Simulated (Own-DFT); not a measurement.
Simulation results for SiGe (layered order of Si and Ge on the diamond lattice, atoms displaced), Al3GaN4 (wurtzite random alloy, atoms displaced)

Computed with Own-DFT development build. A calculation, not a measurement: plane-wave density functional theory by an unreviewed code, no spin, of a simulated periodic cell, stress positive in tension, run twice, with PBE and with PBEsol, both on files made for PBE, so the change isn't that of files made for PBEsol, forces on such cells passed a denser k mesh, this cell's mesh not checked; the far tail of each file's local potential was reset to the Coulomb form; each entry is a single point on an unrelaxed cell, so the pressure reflects the starting lattice, mostly measured values (interpolated for alloys), from which strain is counted, and rises with the displacements; printed positions are rounded, which can move forces by about a meV/angstrom; the program, named Own-DFT, is a retired in-house code; no spin-orbit coupling; stress was not checked against mesh or cutoff.

Settings shared by all entries: functional PBE, then PBEsol; potential files PseudoDojo norm-conserving, scalar-relativistic, standard set; wave cutoff 42 hartree; occupations Fermi-Dirac; smearing width 0.1 eV.

(1) 
```cif
# cell vector a (Å): 11.0890 0.0000 0.0000
# cell vector b (Å): 0.0000 11.0890 0.0000
# cell vector c (Å): 0.0000 0.0000 11.0890
data_SiGe
_symmetry_space_group_name_H-M 'P 1'
_symmetry_Int_Tables_number 1
_cell_length_a 11.0890
_cell_length_b 11.0890
_cell_length_c 11.0890
_cell_angle_alpha 90.000
_cell_angle_beta 90.000
_cell_angle_gamma 90.000
_cell_volume 1363.57
loop_
_atom_site_label
_atom_site_type_symbol
_atom_site_fract_x
_atom_site_fract_y
_atom_site_fract_z
_atom_site_occupancy
Ge1 Ge 0.99534 0.99724 0.99628 1
Ge2 Ge 0.99805 0.24633 0.25244 1
Ge3 Ge 0.25146 0.00200 0.25050 1
Ge4 Ge 0.23742 0.24768 0.00339 1
Ge5 Ge 0.12284 0.12135 0.12759 1
Ge6 Ge 0.12527 0.37111 0.37617 1
Ge7 Ge 0.37251 0.12742 0.37109 1
Ge8 Ge 0.37560 0.37920 0.12429 1
Si1 Si 0.99222 0.98791 0.49877 1
Si2 Si 0.99571 0.24956 0.74632 1
Si3 Si 0.25111 0.00489 0.74008 1
Si4 Si 0.25787 0.24599 0.50307 1
Si5 Si 0.13301 0.13007 0.62248 1
Si6 Si 0.13733 0.37725 0.88229 1
Si7 Si 0.37883 0.11525 0.88037 1
Si8 Si 0.37436 0.37932 0.62236 1
Ge9 Ge 0.99792 0.50574 0.99385 1
Ge10 Ge 0.99894 0.75156 0.24687 1
Ge11 Ge 0.25251 0.49425 0.24821 1
Ge12 Ge 0.24760 0.76317 0.99887 1
Ge13 Ge 0.12451 0.62499 0.12026 1
Ge14 Ge 0.13123 0.87475 0.38433 1
Ge15 Ge 0.37584 0.63800 0.36496 1
Ge16 Ge 0.37334 0.87678 0.12759 1
Si9 Si 0.99692 0.50929 0.50051 1
Si10 Si 0.99375 0.74781 0.74432 1
Si11 Si 0.25757 0.50084 0.75216 1
Si12 Si 0.25410 0.74294 0.49426 1
Si13 Si 0.13023 0.62666 0.62064 1
Si14 Si 0.12261 0.87533 0.87662 1
Si15 Si 0.38011 0.62536 0.87773 1
Si16 Si 0.37459 0.87500 0.62286 1
Ge17 Ge 0.50486 0.99909 0.00135 1
Ge18 Ge 0.50547 0.24390 0.25812 1
Ge19 Ge 0.75535 0.00425 0.24814 1
Ge20 Ge 0.74677 0.25122 0.99873 1
Ge21 Ge 0.62371 0.12230 0.11208 1
Ge22 Ge 0.61914 0.37224 0.37192 1
Ge23 Ge 0.88340 0.11790 0.37468 1
Ge24 Ge 0.87935 0.37287 0.12904 1
Si17 Si 0.50658 0.98826 0.50677 1
Si18 Si 0.49845 0.26364 0.76084 1
Si19 Si 0.74697 0.99031 0.74565 1
Si20 Si 0.75047 0.25390 0.50509 1
Si21 Si 0.62388 0.13174 0.62635 1
Si22 Si 0.63500 0.37764 0.86765 1
Si23 Si 0.88103 0.13111 0.87821 1
Si24 Si 0.87498 0.37064 0.63603 1
Ge25 Ge 0.49515 0.50155 0.99341 1
Ge26 Ge 0.50023 0.75360 0.25193 1
Ge27 Ge 0.74742 0.49427 0.23959 1
Ge28 Ge 0.75658 0.74174 0.98301 1
Ge29 Ge 0.62744 0.62508 0.12560 1
Ge30 Ge 0.62259 0.87647 0.37635 1
Ge31 Ge 0.86995 0.61955 0.36827 1
Ge32 Ge 0.87274 0.87403 0.12456 1
Si25 Si 0.50494 0.50437 0.49961 1
Si26 Si 0.50334 0.75137 0.74872 1
Si27 Si 0.75113 0.50422 0.74590 1
Si28 Si 0.73826 0.75138 0.49889 1
Si29 Si 0.62944 0.61904 0.63671 1
Si30 Si 0.61952 0.87869 0.87478 1
Si31 Si 0.87673 0.62117 0.87928 1
Si32 Si 0.87250 0.86909 0.63199 1
_calc_k_mesh '3 x 3 x 3 centred on Gamma'
_calc_PBE_pressure 3.47  # GPa
_calc_PBE_stress_xx -3.52  # GPa
_calc_PBE_stress_yy -3.51  # GPa
_calc_PBE_stress_zz -3.37  # GPa
_calc_PBE_stress_yz 0.55  # GPa
_calc_PBE_stress_xz -0.09  # GPa
_calc_PBE_stress_xy 0.7  # GPa
_calc_PBEsol_pressure 1.17  # GPa
_calc_PBEsol_stress_xx -1.23  # GPa
_calc_PBEsol_stress_yy -1.22  # GPa
_calc_PBEsol_stress_zz -1.08  # GPa
_calc_PBEsol_stress_yz 0.55  # GPa
_calc_PBEsol_stress_xz -0.09  # GPa
_calc_PBEsol_stress_xy 0.71  # GPa
_calc_rms_change_of_force_components_from_PBE_to_PBEsol 0.048  # eV/angstrom
```

Force:
| force element | PBE force x (eV/Å) | PBE force y (eV/Å) | PBE force z (eV/Å) | PBEsol force x (eV/Å) | PBEsol force y (eV/Å) | PBEsol force z (eV/Å) |
| --- | --- | --- | --- | --- | --- | --- |
| Ge | 0.431 | 0.356 | 0.136 | 0.416 | 0.342 | 0.219 |
| Ge | 0.755 | 0.096 | -0.036 | 0.736 | 0.084 | -0.044 |
| Ge | -0.5 | -0.213 | 0.315 | -0.48 | -0.2 | 0.3 |
| Ge | 2.188 | -0.568 | -0.005 | 2.125 | -0.575 | 0.08 |
| Ge | -0.739 | -0.368 | -0.159 | -0.711 | -0.343 | -0.15 |
| Ge | -0.005 | 0.413 | 1.102 | -0.003 | 0.4 | 0.994 |
| Ge | 0.813 | -1.137 | 1.648 | 0.8 | -1.11 | 1.516 |
| Ge | 0.514 | -1.581 | -0.21 | 0.485 | -1.514 | -0.193 |
| Si | 1.146 | 0.656 | 1.433 | 1.135 | 0.654 | 1.319 |
| Si | 1.877 | -0.057 | 1.055 | 1.87 | -0.064 | 1.049 |
| Si | 0.113 | -0.704 | 1.316 | 0.109 | -0.698 | 1.307 |
| Si | -0.474 | 0.905 | -0.09 | -0.452 | 0.884 | -0.196 |
| Si | -1.656 | -0.548 | -0.223 | -1.654 | -0.539 | -0.234 |
| Si | -1.804 | 0.487 | -2.016 | -1.774 | 0.462 | -1.888 |
| Si | -0.864 | 1.536 | -1.087 | -0.833 | 1.495 | -0.984 |
| Si | 0.608 | -0.052 | 0.209 | 0.604 | -0.051 | 0.191 |
| Ge | 0.974 | -1.53 | 0.582 | 0.965 | -1.492 | 0.654 |
| Ge | 0.556 | -0.162 | 0.669 | 0.529 | -0.167 | 0.629 |
| Ge | -0.596 | 1.034 | 0.352 | -0.573 | 0.999 | 0.319 |
| Ge | 0.425 | -1.654 | -0.431 | 0.427 | -1.615 | -0.335 |
| Ge | 0.362 | 0.297 | 0.43 | 0.34 | 0.296 | 0.422 |
| Ge | -0.648 | -0.288 | -0.687 | -0.626 | -0.272 | -0.745 |
| Ge | -0.183 | -2.42 | 1.249 | -0.15 | -2.345 | 1.132 |
| Ge | 0.588 | 0.208 | -0.156 | 0.568 | 0.203 | -0.144 |
| Si | 0.256 | -1.338 | 0.548 | 0.228 | -1.315 | 0.453 |
| Si | 1.339 | -0.515 | 0.989 | 1.325 | -0.523 | 0.986 |
| Si | -0.517 | 0.304 | -0.149 | -0.511 | 0.304 | -0.141 |
| Si | -0.043 | 0.948 | 1.428 | -0.029 | 0.935 | 1.297 |
| Si | -0.381 | -0.284 | 0.641 | -0.367 | -0.28 | 0.639 |
| Si | -0.279 | 0.527 | -1.991 | -0.272 | 0.52 | -1.867 |
| Si | -0.911 | 1.369 | -1.127 | -0.883 | 1.342 | -1.012 |
| Si | -0.091 | -0.778 | 0.055 | -0.104 | -0.778 | 0.054 |
| Ge | -1.214 | -1 | -0.492 | -1.172 | -0.955 | -0.386 |
| Ge | -0.722 | 0.002 | -2.16 | -0.709 | 0.011 | -2.09 |
| Ge | -1.082 | -0.308 | -0.201 | -1.037 | -0.307 | -0.207 |
| Ge | 0.988 | 0.437 | -0.595 | 0.955 | 0.409 | -0.501 |
| Ge | 0.685 | 0.76 | 2.146 | 0.668 | 0.735 | 2.088 |
| Ge | 1.441 | 0.838 | 1.332 | 1.396 | 0.796 | 1.208 |
| Ge | -1.137 | 0.817 | 1.281 | -1.111 | 0.805 | 1.149 |
| Ge | -0.104 | -0.049 | -1.21 | -0.118 | -0.044 | -1.161 |
| Si | -0.871 | 2.067 | 0.054 | -0.828 | 2.02 | -0.033 |
| Si | -0.289 | -1.44 | -0.94 | -0.308 | -1.418 | -0.914 |
| Si | 0.079 | 1.812 | 0.754 | 0.073 | 1.793 | 0.746 |
| Si | 0.25 | -0.474 | -0.309 | 0.242 | -0.457 | -0.394 |
| Si | -0.214 | -0.55 | 0.451 | -0.222 | -0.531 | 0.451 |
| Si | -0.727 | 0.653 | 0.496 | -0.691 | 0.641 | 0.584 |
| Si | -1.073 | -0.849 | -1.147 | -1.067 | -0.847 | -1.032 |
| Si | -0.171 | 1.245 | -1.611 | -0.172 | 1.237 | -1.593 |
| Ge | 1.496 | -0.56 | 0.333 | 1.453 | -0.56 | 0.405 |
| Ge | 0.956 | 0.446 | -1.256 | 0.909 | 0.43 | -1.21 |
| Ge | -0.171 | -0.108 | 1.16 | -0.16 | -0.096 | 1.119 |
| Ge | -1.672 | 1.749 | 1.702 | -1.643 | 1.715 | 1.736 |
| Ge | -0.524 | 0.436 | -1.111 | -0.501 | 0.406 | -1.071 |
| Ge | 0.656 | 0.421 | -0.279 | 0.63 | 0.397 | -0.353 |
| Ge | -0.337 | 0.882 | 0.795 | -0.33 | 0.86 | 0.696 |
| Ge | -0.271 | -0.487 | -0.707 | -0.241 | -0.463 | -0.677 |
| Si | -0.678 | 0.217 | 0.281 | -0.662 | 0.213 | 0.186 |
| Si | -0.599 | -0.172 | 0.342 | -0.591 | -0.165 | 0.329 |
| Si | 1.241 | -0.881 | 1.206 | 1.245 | -0.864 | 1.198 |
| Si | 1.328 | -1.022 | 0.845 | 1.29 | -0.99 | 0.742 |
| Si | -1.032 | 1.334 | -1.803 | -1.028 | 1.323 | -1.778 |
| Si | 0.964 | -0.985 | -0.852 | 0.94 | -0.958 | -0.734 |
| Si | 0.252 | -0.22 | -2.901 | 0.252 | -0.217 | -2.746 |
| Si | -0.707 | 0.048 | -1.395 | -0.702 | 0.042 | -1.385 |

(2) 
```cif
# cell vector a (Å): 9.3938 0.0000 0.0000
# cell vector b (Å): -4.6969 8.1352 0.0000
# cell vector c (Å): 0.0000 0.0000 10.0655
data_Al3GaN4
_symmetry_space_group_name_H-M 'P 1'
_symmetry_Int_Tables_number 1
_cell_length_a 9.3938
_cell_length_b 9.3937
_cell_length_c 10.0655
_cell_angle_alpha 90.000
_cell_angle_beta 90.000
_cell_angle_gamma 120.000
_cell_volume 769.21
loop_
_atom_site_label
_atom_site_type_symbol
_atom_site_fract_x
_atom_site_fract_y
_atom_site_fract_z
_atom_site_occupancy
Ga1 Ga 0.12428 0.23548 0.99093 1
Al1 Al 0.22146 0.10954 0.24771 1
N1 N 0.12128 0.22333 0.18333 1
N2 N 0.20878 0.12477 0.44596 1
Ga2 Ga 0.11705 0.23286 0.49934 1
Al2 Al 0.22876 0.12275 0.75297 1
N3 N 0.12214 0.22473 0.69377 1
N4 N 0.21927 0.09937 0.94653 1
Ga3 Ga 0.10474 0.55824 0.01369 1
Al3 Al 0.21714 0.43908 0.25882 1
N5 N 0.11997 0.56295 0.19321 1
N6 N 0.22202 0.43688 0.44583 1
Al4 Al 0.11349 0.53717 0.49646 1
Ga4 Ga 0.21142 0.44604 0.76481 1
N7 N 0.12238 0.56719 0.68470 1
N8 N 0.22605 0.44491 0.93812 1
Al5 Al 0.09562 0.88344 0.99809 1
Ga5 Ga 0.23215 0.77686 0.25353 1
N9 N 0.11723 0.87640 0.19339 1
N10 N 0.22760 0.76781 0.44007 1
Ga6 Ga 0.10991 0.87123 0.49103 1
Al6 Al 0.21552 0.77155 0.75401 1
N11 N 0.08848 0.87494 0.68656 1
N12 N 0.22041 0.76849 0.92379 1
Al7 Al 0.42831 0.20451 0.99543 1
Ga7 Ga 0.56241 0.10828 0.24538 1
N13 N 0.45031 0.23136 0.19320 1
N14 N 0.55935 0.11792 0.44257 1
Al8 Al 0.44754 0.20823 0.51642 1
Al9 Al 0.55759 0.11247 0.74462 1
N15 N 0.44978 0.22534 0.69377 1
N16 N 0.58068 0.10759 0.94466 1
Ga8 Ga 0.44500 0.54929 0.00235 1
Al10 Al 0.55349 0.45390 0.24217 1
N17 N 0.43058 0.52546 0.18587 1
N18 N 0.56252 0.45502 0.43993 1
Al11 Al 0.46709 0.57137 0.50354 1
Al12 Al 0.56214 0.43304 0.75754 1
N19 N 0.44133 0.56188 0.66578 1
N20 N 0.55907 0.43989 0.93770 1
Al13 Al 0.42652 0.87105 0.99937 1
Al14 Al 0.54296 0.78484 0.26230 1
N21 N 0.43661 0.86638 0.18492 1
N22 N 0.55934 0.78066 0.44152 1
Al15 Al 0.43881 0.89461 0.51734 1
Al16 Al 0.55493 0.77658 0.73451 1
N23 N 0.45180 0.89320 0.69370 1
N24 N 0.56414 0.77972 0.93912 1
Al17 Al 0.77804 0.22993 0.98908 1
Al18 Al 0.89413 0.11036 0.25824 1
N25 N 0.77659 0.21740 0.18622 1
N26 N 0.89513 0.12164 0.44189 1
Al19 Al 0.77204 0.22243 0.50156 1
Al20 Al 0.88896 0.11438 0.76093 1
N27 N 0.77496 0.22335 0.69140 1
N28 N 0.88687 0.11096 0.94951 1
Ga9 Ga 0.77012 0.54929 0.00971 1
Al21 Al 0.88895 0.44189 0.25057 1
N29 N 0.78471 0.55182 0.18966 1
N30 N 0.88161 0.44874 0.44293 1
Al22 Al 0.77806 0.54328 0.49215 1
Al23 Al 0.90726 0.44861 0.75511 1
N31 N 0.76686 0.56794 0.69255 1
N32 N 0.90243 0.45810 0.94711 1
Al24 Al 0.75967 0.87799 0.98715 1
Al25 Al 0.88146 0.78371 0.25723 1
N33 N 0.77208 0.88149 0.19446 1
N34 N 0.89715 0.78591 0.42000 1
Al26 Al 0.76590 0.88433 0.50210 1
Al27 Al 0.87700 0.75656 0.74407 1
N35 N 0.79415 0.89248 0.68818 1
N36 N 0.89549 0.77525 0.93985 1
_calc_k_mesh '4 x 4 x 3 centred on Gamma'
_calc_PBE_pressure 10.62  # GPa
_calc_PBE_stress_xx -11.14  # GPa
_calc_PBE_stress_yy -8.02  # GPa
_calc_PBE_stress_zz -12.71  # GPa
_calc_PBE_stress_yz -1.06  # GPa
_calc_PBE_stress_xz -1.99  # GPa
_calc_PBE_stress_xy -0.72  # GPa
_calc_PBEsol_pressure 7.49  # GPa
_calc_PBEsol_stress_xx -8.06  # GPa
_calc_PBEsol_stress_yy -4.89  # GPa
_calc_PBEsol_stress_zz -9.51  # GPa
_calc_PBEsol_stress_yz -1.11  # GPa
_calc_PBEsol_stress_xz -2.02  # GPa
_calc_PBEsol_stress_xy -0.75  # GPa
_calc_rms_change_of_force_components_from_PBE_to_PBEsol 0.076  # eV/angstrom
```

Force:
| force element | PBE force x (eV/Å) | PBE force y (eV/Å) | PBE force z (eV/Å) | PBEsol force x (eV/Å) | PBEsol force y (eV/Å) | PBEsol force z (eV/Å) |
| --- | --- | --- | --- | --- | --- | --- |
| Ga | -1.1 | -3.297 | 2.066 | -1.08 | -3.218 | 2.054 |
| Al | 0.765 | 0.017 | 0.884 | 0.784 | -0.011 | 0.885 |
| N | -1.681 | -0.247 | 1.441 | -1.67 | -0.223 | 1.257 |
| N | 7.038 | -3.607 | -2.101 | 6.785 | -3.548 | -1.978 |
| Ga | -2.142 | -1.682 | 2.909 | -2.078 | -1.649 | 2.849 |
| Al | -0.264 | -2.909 | -0.4 | -0.238 | -2.911 | -0.393 |
| N | -2.303 | 0.218 | 1.262 | -2.341 | 0.384 | 1.142 |
| N | -0.289 | 0.292 | -2.133 | -0.462 | 0.37 | -2.089 |
| Ga | 2.415 | 0.834 | -1.154 | 2.346 | 0.827 | -1.134 |
| Al | 0.973 | -0.533 | -1.07 | 0.956 | -0.527 | -1.076 |
| N | -0.176 | -3.106 | 1.952 | -0.183 | -2.888 | 1.801 |
| N | 0.724 | 4.092 | -2.436 | 0.794 | 3.827 | -2.327 |
| Al | -1.891 | 2.055 | 0.719 | -1.923 | 2.038 | 0.721 |
| Ga | 2.068 | 0.448 | -4.743 | 2.028 | 0.44 | -4.65 |
| N | -1.368 | -1.826 | -0.33 | -1.204 | -1.9 | -0.277 |
| N | -0.651 | 2.101 | 2.245 | -0.629 | 2.023 | 2.177 |
| Al | 2.627 | -0.015 | 1.448 | 2.671 | -0.032 | 1.469 |
| Ga | -1.773 | 0.062 | 0.657 | -1.75 | 0.055 | 0.626 |
| N | -2.449 | 2.04 | -1.287 | -2.276 | 1.919 | -1.196 |
| N | 1.11 | -0.249 | 1.364 | 0.942 | -0.184 | 1.225 |
| Ga | -1.84 | 2.103 | 1.102 | -1.84 | 2.037 | 1.079 |
| Al | -0.748 | 1.858 | -3.321 | -0.728 | 1.874 | -3.364 |
| N | 3.326 | 1.514 | 0.652 | 3.315 | 1.527 | 0.506 |
| N | -0.57 | 1.18 | 4.149 | -0.614 | 1.008 | 4.237 |
| Al | 3.284 | 1.795 | 1.972 | 3.309 | 1.81 | 1.972 |
| Ga | -1.797 | 0.203 | -0.202 | -1.754 | 0.236 | -0.198 |
| N | -0.116 | -1.825 | -1.193 | 0.002 | -1.87 | -1.148 |
| N | -0.061 | -2.103 | 0.731 | -0.043 | -2.115 | 0.561 |
| Al | -3.52 | 2.568 | -3.64 | -3.538 | 2.569 | -3.648 |
| Al | 0.757 | -0.42 | 2.438 | 0.742 | -0.418 | 2.438 |
| N | 0.011 | -1.418 | 1.153 | 0.007 | -1.417 | 1.167 |
| N | -6.388 | -2.537 | -2.049 | -6.374 | -2.579 | -2.045 |
| Ga | 0.21 | 1.139 | -0.637 | 0.199 | 1.098 | -0.606 |
| Al | 3.794 | -2.038 | 2.666 | 3.848 | -2.026 | 2.656 |
| N | -3.175 | 3.643 | 0.996 | -3.218 | 3.65 | 0.778 |
| N | 0.338 | -1.445 | -0.519 | 0.327 | -1.469 | -0.526 |
| Al | -0.641 | -2.485 | -4.369 | -0.662 | -2.491 | -4.437 |
| Al | -1.729 | 2.403 | -1.536 | -1.762 | 2.405 | -1.548 |
| N | 0.209 | -0.503 | 7.574 | 0.113 | -0.593 | 7.643 |
| N | -1.074 | -2.058 | -0.008 | -1.048 | -1.884 | 0.164 |
| Al | 2.344 | 1.461 | -0.945 | 2.33 | 1.452 | -0.939 |
| Al | 4.45 | -1.907 | -1.263 | 4.455 | -1.935 | -1.263 |
| N | -0.294 | 2.912 | -1.371 | -0.513 | 2.947 | -1.268 |
| N | -2.151 | 0.91 | 0.438 | -2.175 | 0.912 | 0.464 |
| Al | 0.967 | -0.806 | -2.933 | 0.97 | -0.795 | -2.963 |
| Al | 1.535 | -0.464 | 1.696 | 1.537 | -0.464 | 1.713 |
| N | -1.485 | 0.131 | 0.71 | -1.493 | 0.117 | 0.753 |
| N | -4.681 | -2.646 | -2.279 | -4.734 | -2.797 | -2.25 |
| Al | 3.402 | 1.026 | 2.818 | 3.423 | 1.088 | 2.83 |
| Al | -0.108 | -0.251 | -2.187 | -0.102 | -0.25 | -2.201 |
| N | 1.895 | 1.433 | 0.158 | 1.725 | 1.313 | 0.199 |
| N | -2.164 | -1.254 | 0.327 | -1.989 | -1.167 | 0.405 |
| Al | 1.71 | 0.533 | -0.204 | 1.716 | 0.545 | -0.207 |
| Al | 1.198 | -0.88 | -1.249 | 1.198 | -0.856 | -1.263 |
| N | 1.021 | 0.993 | 0.183 | 1.017 | 0.989 | 0.189 |
| N | 0.166 | 0.122 | -1.541 | 0.287 | 0.193 | -1.459 |
| Ga | 0.85 | 1.375 | -1.317 | 0.851 | 1.355 | -1.274 |
| Al | -0.055 | -0.215 | 0.002 | -0.039 | -0.216 | -0.003 |
| N | -1.432 | 0.647 | 2.125 | -1.44 | 0.662 | 1.917 |
| N | 4.582 | -2.243 | -0.991 | 4.608 | -2.25 | -1.003 |
| Al | -3.866 | 3.627 | 1.488 | -3.866 | 3.669 | 1.519 |
| Al | -2.048 | 0.494 | -0.536 | -2.046 | 0.501 | -0.54 |
| N | 2.267 | -6.814 | -2.65 | 2.26 | -6.85 | -2.681 |
| N | -1.651 | -2.894 | -2.5 | -1.6 | -2.682 | -2.335 |
| Al | 5.024 | 2.851 | 2.919 | 5.074 | 2.853 | 2.938 |
| Al | 1.79 | -1.254 | -5.56 | 1.817 | -1.27 | -5.636 |
| N | -1.662 | 0.81 | -0.779 | -1.69 | 0.814 | -0.786 |
| N | -1.328 | -1.526 | 6.649 | -1.166 | -1.451 | 6.766 |
| Al | 3.558 | 1.94 | -0.374 | 3.578 | 1.949 | -0.379 |
| Al | 0.138 | 6.307 | 2.671 | 0.127 | 6.327 | 2.706 |
| N | -2.549 | 0.097 | 0.291 | -2.516 | 0.101 | 0.309 |
| N | -3.327 | -0.781 | -1.054 | -3.356 | -0.947 | -1.026 |
